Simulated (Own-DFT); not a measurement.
# Point defects and the pressure they add: C11b WSi2

Everything here is calculated. The program is Own-DFT (plane waves, in-house, since retired, never reviewed by a person); positions were held fixed, and spin and spin-orbit coupling were off.

Common settings: PBE; PseudoDojo norm-conserving scalar-relativistic files; cutoff 50 hartree; 5 x 5 x 5 k mesh centred on Gamma; cold (Marzari-Vanderbilt) smearing of 0.2 eV.

Limits: forces on such cells failed a check on a denser k mesh; stress not checked against mesh or cutoff.

All runs share one cell, with vectors in Å (-2.148, -5.953, 3.409); (-6.444, 2.976, 1.136); (-2.553, -2.948, -6.757) and a volume of 403.2 Å³. Atoms were moved at random from their sites; u is the rms move along one axis. The defect's site can differ from row to row.

```
cell,formula,u (Å),P (GPa)
no defect,Si20W10,0.0188,4.42
no defect,Si20W10,0.0210,4.49
no defect,Si20W10,0.0523,6.37
one W on a Si site,Si19W11,0.0328,9.82
one W on a Si site,Si19W11,0.0343,10.10
one W on a Si site,Si19W11,0.0516,11.03
one Si vacancy,Si19W10,0.0277,3.44
one Si vacancy,Si19W10,0.0434,3.72
one Si vacancy,Si19W10,0.0558,4.15
one W vacancy,Si20W9,0.0266,3.42
one W vacancy,Si20W9,0.0289,3.67
one W vacancy,Si20W9,0.0494,4.68
one Si on a W site,Si21W9,0.0302,6.43
one Si on a W site,Si21W9,0.0305,6.22
one Si on a W site,Si21W9,0.0536,7.55
one Si on a W site,Si21W9,0.0539,?
```

## Worked fit

P = P0 + c u² + a shift for each defect gives P0 = 4.35 GPa, c = 630 ± 67 GPa/Å² and a scatter of 0.23 GPa. The shifts, and each times the cell's volume:

- one W on a Si site: 4.93 ± 0.19 GPa, 12.4 eV
- one Si on a W site: 1.39 ± 0.19 GPa, 3.5 eV
- one W vacancy: -1.27 ± 0.19 GPa, -3.2 eV
- one Si vacancy: -1.79 ± 0.20 GPa, -4.5 eV

Against the defect-free cell, a freed cell would be larger where the shift is positive and smaller where it is negative (160.2 GPa Å³ is 1 eV). The atoms around the defects weren't relaxed, which would change these numbers.

## Prediction

The question: what pressure belongs in the blank (one Si on a W site, u = 0.0539 Å)?

The fit gives 7.57 ± 0.28 GPa. DFT gave 7.81 GPa.
